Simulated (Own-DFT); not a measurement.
# One host, several defects: C11b WSi2

No measurement is shown. These are fixed-geometry runs of a retired plane-wave code named Own-DFT, which no person has reviewed; spin and spin-orbit coupling are neglected.

Common settings: PBEsol; PseudoDojo norm-conserving scalar-relativistic files, made for PBE; cutoff 50 hartree; 5 x 5 x 5 k mesh centred on Gamma; cold (Marzari-Vanderbilt) smearing of 0.2 eV.

Known weak points: forces on such cells failed a check on a denser k mesh; stress not checked against mesh or cutoff.

All runs share one cell, with vectors in Å (-2.148, -5.953, 3.409); (-6.444, 2.976, 1.136); (-2.553, -2.948, -6.757) and a volume of 403.2 Å³. Atoms were moved at random from their sites; u is the rms move along one axis. The defect's site can differ from row to row.

| cell | formula | u (Å) | P (GPa) |
|---|---|---|---|
| no defect | Si20W10 | 0.0206 | 0.35 |
| no defect | Si20W10 | 0.0227 | 0.17 |
| no defect | Si20W10 | 0.0523 | 2.04 |
| one W on a Si site | Si19W11 | 0.0272 | 5.36 |
| one W on a Si site | Si19W11 | 0.0283 | 5.53 |
| one W on a Si site | Si19W11 | 0.0509 | 6.49 |
| one Si vacancy | Si19W10 | 0.0277 | -0.75 |
| one Si vacancy | Si19W10 | 0.0458 | -0.48 |
| one Si vacancy | Si19W10 | 0.0503 | 1.08 |
| one Si on a W site | Si21W9 | 0.0295 | 2.49 |
| one Si on a W site | Si21W9 | 0.0454 | 3.14 |
| one Si on a W site | Si21W9 | 0.0565 | 3.99 |
| one W vacancy | Si20W9 | 0.0287 | ? |
| one W vacancy | Si20W9 | 0.0305 | -0.14 |
| one W vacancy | Si20W9 | 0.0435 | 0.60 |
| one W vacancy | Si20W9 | 0.0508 | 1.73 |

## Working it out

P = P0 + c u² + a shift for each defect gives P0 = -0.07 GPa, c = 757 ± 107 GPa/Å² and a scatter of 0.36 GPa. The shifts, and each times the cell's volume:

- one W on a Si site: 4.82 ± 0.30 GPa, 12.1 eV
- one Si on a W site: 1.73 ± 0.31 GPa, 4.4 eV
- one W vacancy: -0.56 ± 0.30 GPa, -1.4 eV (not resolved)
- one Si vacancy: -1.34 ± 0.30 GPa, -3.4 eV

Positive is outwards. The product with the volume (160.2 GPa Å³ to the eV) is nearly free of the cell's size; divided by the bulk modulus at the cell's pressure it gives the volume that the defect adds. The atoms around the defects weren't relaxed, which would change these numbers.

## Check

The question: what pressure belongs in the blank (one W vacancy, u = 0.0287 Å)?

From the fit: -0.01 ± 0.43 GPa. Computed: -0.05 GPa.
